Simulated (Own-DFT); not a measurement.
# Computed records: Si$_{12}$O$_{23}$ (quartz with two neutral oxygen vacancies, strained, atoms displaced)

All values are calculated (Own-DFT development build). A calculation, not a measurement: plane-wave PBE and HSE06 DFT by an unreviewed code, no spin, of a simulated cell at Gamma alone, so results move with cell size and shape, stress positive in tension, energies less offsets, not probed for a lower state with spin; oxygen file: force components 24 meV/angstrom off all-electron in a glass; k mesh not checked against a denser one; forces and stress are PBE's, HSE06 gives the energy alone, and its difference from PBE has offsets of its own; offsets are fitted by least squares, one for each functional and potential file, so energies compare only between cells with the same atoms and settings and are not formation energies; the far tail of each file's local potential was reset to the Coulomb form; each entry is a single point on an unrelaxed cell, so the pressure reflects the starting lattice, mostly measured values (interpolated for alloys), from which strain is counted, and rises with the displacements; printed positions are rounded, which can move forces by about a meV/angstrom; the program, named Own-DFT, is a retired in-house code; no spin-orbit coupling.

```cif
# cell vector a (Å): 9.8369 -0.0716 -0.1615
# cell vector b (Å): -4.9805 8.5484 0.0775
# cell vector c (Å): -0.1776 -0.0041 10.8974
data_Si12O23
_symmetry_space_group_name_H-M 'P 1'
_symmetry_Int_Tables_number 1
_cell_length_a 9.8385
_cell_length_b 9.8938
_cell_length_c 10.8988
_cell_angle_alpha 89.100
_cell_angle_beta 91.874
_cell_angle_gamma 120.646
_cell_volume 912.23
loop_
_atom_site_label
_atom_site_type_symbol
_atom_site_fract_x
_atom_site_fract_y
_atom_site_fract_z
_atom_site_occupancy
Si1 Si 0.23702 0.00520 0.00367 1
Si2 Si 0.99974 0.23706 0.33619 1
Si3 Si 0.26997 0.26451 0.16513 1
O1 O 0.20617 0.13647 0.05838 1
O2 O 0.42175 0.29288 0.22339 1
O3 O 0.36097 0.07594 0.39544 1
O4 O 0.07905 0.36332 0.44243 1
O5 O 0.12909 0.20312 0.27720 1
O6 O 0.29477 0.43364 0.10449 1
Si4 Si 0.22936 0.99464 0.50039 1
Si5 Si 0.00481 0.23681 0.83338 1
Si6 Si 0.26202 0.26681 0.66479 1
O7 O 0.20704 0.13788 0.56229 1
O8 O 0.42443 0.29192 0.72225 1
O9 O 0.36891 0.07730 0.89606 1
O10 O 0.07309 0.36396 0.93681 1
O11 O 0.13845 0.21000 0.77193 1
O12 O 0.28872 0.42603 0.60697 1
Si7 Si 0.23429 0.50126 0.99373 1
Si8 Si 0.00484 0.73631 0.32967 1
Si9 Si 0.26332 0.76529 0.16503 1
O13 O 0.20317 0.63082 0.05638 1
O14 O 0.42532 0.78830 0.22559 1
O15 O 0.36136 0.56896 0.39081 1
O16 O 0.07393 0.86639 0.44257 1
O17 O 0.12953 0.70473 0.27362 1
O18 O 0.29111 0.93075 0.10713 1
Si10 Si 0.23982 0.50245 0.49988 1
Si11 Si 0.99886 0.73216 0.82976 1
Si12 Si 0.25876 0.76470 0.66444 1
O19 O 0.20276 0.63185 0.55762 1
O20 O 0.42123 0.79364 0.72496 1
O21 O 0.36717 0.57371 0.89665 1
O22 O 0.07276 0.86072 0.93803 1
O23 O 0.13127 0.70742 0.77393 1
O24 O 0.29174 0.92926 0.60948 1
Si13 Si 0.73608 0.00013 0.99943 1
Si14 Si 0.49790 0.23198 0.33605 1
Si15 Si 0.76624 0.26627 0.16605 1
O25 O 0.70472 0.13767 0.06318 1
O26 O 0.92331 0.29291 0.22312 1
O27 O 0.86971 0.07071 0.39168 1
O28 O 0.57820 0.37002 0.44055 1
O29 O 0.63015 0.20577 0.27256 1
O30 O 0.78774 0.42401 0.10231 1
Si16 Si 0.74039 0.00148 0.49715 1
Si17 Si 0.49938 0.23294 0.83412 1
Si18 Si 0.76811 0.27050 0.66986 1
O31 O 0.92577 0.29058 0.72721 1
O32 O 0.86651 0.07718 0.89370 1
O33 O 0.56993 0.36901 0.94151 1
O34 O 0.63349 0.20704 0.77577 1
O35 O 0.79169 0.42601 0.60672 1
Si19 Si 0.73071 0.49335 0.00101 1
Si20 Si 0.50572 0.73622 0.33129 1
Si21 Si 0.76621 0.76883 0.16832 1
O36 O 0.70300 0.63493 0.05644 1
O37 O 0.92480 0.78387 0.22655 1
O38 O 0.86794 0.57761 0.39179 1
O39 O 0.57570 0.86642 0.43938 1
O40 O 0.63493 0.71137 0.27381 1
O41 O 0.80246 0.92732 0.11094 1
Si22 Si 0.74105 0.50583 0.50167 1
Si23 Si 0.50035 0.73808 0.83302 1
Si24 Si 0.76301 0.76564 0.66928 1
O42 O 0.70385 0.63308 0.56210 1
O43 O 0.91731 0.78774 0.72132 1
O44 O 0.86311 0.56994 0.89914 1
O45 O 0.57724 0.86925 0.94258 1
O46 O 0.63424 0.70548 0.77793 1
_calc_first_functional 'PBE'
_calc_second_functional 'HSE06'
_calc_exact_exchange_share 0.25
_calc_screening 0.11  # 1/bohr
_calc_exchange_divergence 'Gygi-Baldereschi'
_calc_potential_files 'PseudoDojo norm-conserving, scalar-relativistic, made for PBE, standard set'
_calc_wave_cutoff 48  # hartree
_calc_occupations 'fixed'
_calc_k_mesh '1 x 1 x 1 centred on Gamma'
_calc_PBE_stress_xx ?
_calc_PBE_stress_yy ?
_calc_PBE_stress_zz ?
```

To be estimated
1. Give the missing PBE stress xx for Si$_{12}$O$_{23}$ (quartz with two neutral oxygen vacancies, strained, atoms displaced).
2. Give the missing PBE stress yy for Si$_{12}$O$_{23}$ (quartz with two neutral oxygen vacancies, strained, atoms displaced).
3. Give the missing PBE stress zz for Si$_{12}$O$_{23}$ (quartz with two neutral oxygen vacancies, strained, atoms displaced).

Answers
1. -8.89 GPa
2. -5.05 GPa
3. -5.23 GPa

Further results for Si$_{12}$O$_{23}$ (quartz with two neutral oxygen vacancies, strained, atoms displaced):

- PBE energy of cell above offsets: -20.652 eV
- HSE06 less PBE above offsets: 0.158 eV
- PBE pressure: 6.39 GPa
- PBE stress yz: -0.36 GPa
- PBE stress xz: -5.06 GPa
- PBE stress xy: -2.9 GPa

Force:
| element | x (eV/Å) | y (eV/Å) | z (eV/Å) |
| --- | --- | --- | --- |
| Si | -1.256 | -0.563 | -2.996 |
| Si | 1.004 | -0.294 | -1.853 |
| Si | -7.151 | 1.25 | -0.314 |
| O | -0.331 | -0.657 | -0.733 |
| O | 5.405 | 0.418 | 3.011 |
| O | 0.133 | -0.724 | 0.046 |
| O | -1.334 | -0.079 | 0.114 |
| O | 1.404 | 0.653 | -1.763 |
| O | 0.959 | -1.842 | 1.149 |
| Si | 0.113 | 4.6 | 1.6 |
| Si | 0.427 | -1.613 | -1.203 |
| Si | 0.871 | -0.102 | 0.376 |
| O | 0.596 | -2.673 | -2.195 |
| O | 1.637 | 0.131 | 1.221 |
| O | -0.667 | -1.467 | 0.893 |
| O | -0.558 | 0.767 | 0.842 |
| O | -1.506 | -0.455 | 1.382 |
| O | 0.684 | 0.883 | 0.92 |
| Si | -0.182 | 0.31 | 2.482 |
| Si | -1.051 | -0.385 | 2.808 |
| Si | -0.281 | -1.029 | -0.293 |
| O | -0.598 | 1.012 | 0.46 |
| O | -0.68 | 0.671 | -0.697 |
| O | 1.154 | 1.527 | -0.817 |
| O | -1.787 | -2.602 | -1.915 |
| O | 2.812 | 0.133 | -1.532 |
| O | 1.59 | -1.267 | 2.06 |
| Si | -1.01 | 0.938 | -0.253 |
| Si | -1.787 | -0.799 | 1.476 |
| Si | -0.011 | -0.914 | 0.008 |
| O | -0.105 | 0.201 | 0.01 |
| O | 1.308 | 0.11 | 0.875 |
| O | 1.044 | 1.43 | -1.981 |
| O | 0.323 | 1.52 | 0.673 |
| O | 0.943 | -0.417 | -0.939 |
| O | 0.369 | 0.05 | 0.344 |
| Si | 1.097 | 2.681 | 2.425 |
| Si | 0.346 | 1.749 | -0.78 |
| Si | -3.052 | 0.161 | 0.656 |
| O | 1.217 | -3.065 | -2.424 |
| O | 2.895 | 0.551 | 2.063 |
| O | -0.011 | -0.193 | -0.495 |
| O | -0.605 | -1.02 | -0.839 |
| O | 0.053 | 0.107 | -0.039 |
| O | 2.109 | -1.078 | 2.94 |
| Si | 0.315 | 0.531 | 4.315 |
| Si | -0.611 | 1.954 | -0.925 |
| Si | -0.8 | -3.263 | -1.547 |
| O | 1.17 | 0.876 | 0.158 |
| O | 0.11 | -0.502 | 0.234 |
| O | -1.425 | -2.232 | -1.571 |
| O | 0.395 | 0.098 | -0.079 |
| O | 0.807 | 0.894 | 0.695 |
| Si | -1.931 | 4.402 | -0.605 |
| Si | -1.822 | -1.342 | 1.528 |
| Si | 0.593 | -3.532 | -0.841 |
| O | 0.445 | -0.093 | 0.692 |
| O | -0.884 | 1.25 | -1.321 |
| O | -0.02 | -0.567 | 0.786 |
| O | -0.958 | -0.606 | -0.523 |
| O | 1.605 | -0.396 | -0.512 |
| O | -1.755 | 3.13 | -1.971 |
| Si | -1.104 | 1.005 | -1.014 |
| Si | 0.485 | -0.783 | -0.097 |
| Si | -5.119 | 1.48 | -3.36 |
| O | 0.222 | -1.031 | -0.814 |
| O | 5.238 | 0.573 | 2.5 |
| O | 1.106 | 1.215 | -1.855 |
| O | -1.545 | -1.747 | -1.128 |
| O | -1.051 | 0.07 | 0.483 |
